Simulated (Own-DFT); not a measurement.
# PBE against PBEsol on the same cells

Calculated results; nothing here was measured. They come from Own-DFT, an in-house plane-wave density functional program, since retired, whose code no person has reviewed. Each row is one single-point run on a periodic cell that was not relaxed, without spin or spin-orbit coupling.

Known limits: forces on such cells failed a check on a denser k mesh; stress not checked against mesh or cutoff.

Each cell was run twice at the same cutoff, k mesh and smearing, with PBE and with PBEsol, on PseudoDojo norm-conserving files made for PBE. Atoms were moved at random from their sites; u is the rms move along one axis. Files made for PBEsol would give a somewhat different change.

| cell | atoms | volume (Å³/atom) | u (Å) | cutoff (hartree) | P with PBE (GPa) | P with PBEsol (GPa) | change (GPa) |
|---|---|---|---|---|---|---|---|
| C11b WSi2 with one Si vacancy (Si19W10) | 29 | 13.90 | 0.051 | 50 | 4.41 | 0.42 | -3.99 |
| C11b WSi2 with one Si vacancy (Si19W10) | 29 | 13.90 | 0.032 | 50 | 3.48 | -0.51 | -3.99 |
| C11b WSi2 with one Si vacancy (Si19W10) | 29 | 13.90 | 0.056 | 50 | 4.15 | 0.17 | -3.98 |
| C40 NbSi2 (Nb12Si24) | 36 | 14.64 | 0.105 | 42 | 6.99 | 3.30 | -3.68 |
| C40 NbSi2 (Nb12Si24) | 36 | 14.64 | 0.151 | 42 | 15.95 | 12.28 | -3.67 |
| C40 NbSi2 (Nb12Si24) | 36 | 14.62 | 0.054 | 42 | 3.28 | -0.38 | -3.66 |
| D0_22 TiAl3 with two Al vacancies (Al28Ti10) | 38 | 16.46 | 0.030 | 42 | 1.24 | -0.59 | -1.83 |
| D0_22 TiAl3 with two Al vacancies (Al28Ti10) | 38 | 16.46 | 0.071 | 42 | 2.56 | 0.73 | -1.84 |
| D0_22 TiAl3 with two Al vacancies (Al28Ti10) | 38 | 16.46 | 0.075 | 42 | 2.63 | 0.79 | -1.83 |
| L1_0 TiAl (Al16Ti16) | 32 | 16.06 | 0.018 | 42 | 1.16 | -1.68 | -2.84 |
| L1_0 TiAl (Al16Ti16) | 32 | 16.06 | 0.022 | 42 | 1.18 | -1.67 | -2.84 |
| L1_0 TiAl (Al16Ti16) | 32 | 16.06 | 0.046 | 42 | 1.65 | ? | ? |

## Worked reading

Mean change of pressure by composition, in GPa: Si19W10, -3.99; NbSi2, -3.67; AlTi, -2.84; Al14Ti5, -1.83. At a fixed cell PBEsol gives the lower pressure, because it favours a smaller volume than PBE. Here the change varies more between materials than between cells of one material.

## Withheld value

Question: what PBEsol pressure should the Al16Ti16 cell with the blank give?

Adding the mean change of the cells with its composition, -2.84 GPa, to 1.65 gives -1.2 GPa. The calculation gave -1.20 GPa.
